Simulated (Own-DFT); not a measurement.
# Hybrid less PBE against volume: monoclinic HfO2, 94 atoms (Hf32O62), with two O vacancies

Calculated, not measured. Each geometry was run twice at fixed positions with Own-DFT, a retired in-house plane-wave program that no person has reviewed: with PBE, and with HSE06 (exact exchange share 0.25 at short range, screening 0.11 per bohr, Gygi-Baldereschi treatment of its divergence). Both used PseudoDojo norm-conserving files made for PBE, a cutoff of 48 hartree, the Gamma point alone, fixed occupations, a neutral cell and no spin. The unstrained cell is 10.1 Å across at its thinnest, so Gamma alone is coarse and defects feel their images. The hafnium file keeps the 4f electrons in the core, and its forces lie about 75 meV/Å off all-electron values. The oxygen file's force components were 24 meV/Å off all-electron values in a glass.

Unstrained cell vectors in Å: (10.234, 0.000, 0.000); (0.000, 10.350, 0.000); (-1.696, 0.000, 10.445), volume V0 = 1106.4 Å³, from measured lattice constants. Each geometry has its own random strain of a few per cent, its own defect sites and random moves of rms u per axis. HSE06 gave the energy alone. D is its energy less that of PBE, over the lowest D shown. The PBE stress wasn't checked against mesh or cutoff.

| run | V - V0 (Å³) | u (Å) | P with PBE (GPa) | D (eV) |
|---|---|---|---|---|
| 1 | 14.5 | 0.0450 | 1.68 | 1.351 |
| 2 | 7.3 | 0.0289 | 2.93 | 1.011 |
| 3 | -45.2 | 0.0483 | 15.91 | 0.000 |
| 4 | 11.2 | 0.0476 | 2.77 | 1.318 |
| 5 | -6.5 | 0.0511 | 6.23 | 0.917 |
| 6 | -3.6 | 0.0483 | 6.68 | 0.918 |
| 7 | 27.0 | 0.0475 | -0.40 | 1.711 |
| 8 | 56.6 | 0.0516 | -5.81 | 2.464 |
| 9 | 9.4 | 0.0502 | 2.83 | 1.317 |
| 10 | -13.8 | 0.0291 | 6.49 | 0.479 |
| 11 | -10.5 | 0.0515 | 7.03 | 0.959 |
| 12 | -13.7 | 0.0302 | 7.27 | 0.466 |
| 13 | -15.4 | 0.0520 | 9.83 | 0.704 |
| 14 | 1.5 | 0.0485 | 4.91 | ? |

## Worked fit

D = 0.67 + 0.0239 (V - V0) + 168 u² eV, with an error of 0.0005 on the volume slope, 18 on the last term and a scatter of 0.04 eV. Pressure is -dE/dV, and 1 eV/Å³ is 160.2 GPa, so HSE06 changes the pressure by -3.8 ± 0.1 GPa. With the ions held to the strained lattice, the PBE pressure falls by 238 ± 9 GPa per unit of volume strain; the shape of the strain isn't fitted, so the true error is larger, and a relaxed crystal would be softer. On that slope HSE06's volume at a given pressure is about 1.6 % smaller, or 0.5 % in lengths. At u = 0 and V0 the PBE pressure is 3.4 GPa, which puts the zero-pressure volume, against the measured cell and with the defects in, at +1.4 % for PBE and -0.2 % for HSE06, each good to a few tenths of a per cent.

## Prediction

The question: what D should run 14 give?

From the fit: 1.10 eV, with rows scattering by 0.04. Computed: 1.000 eV.
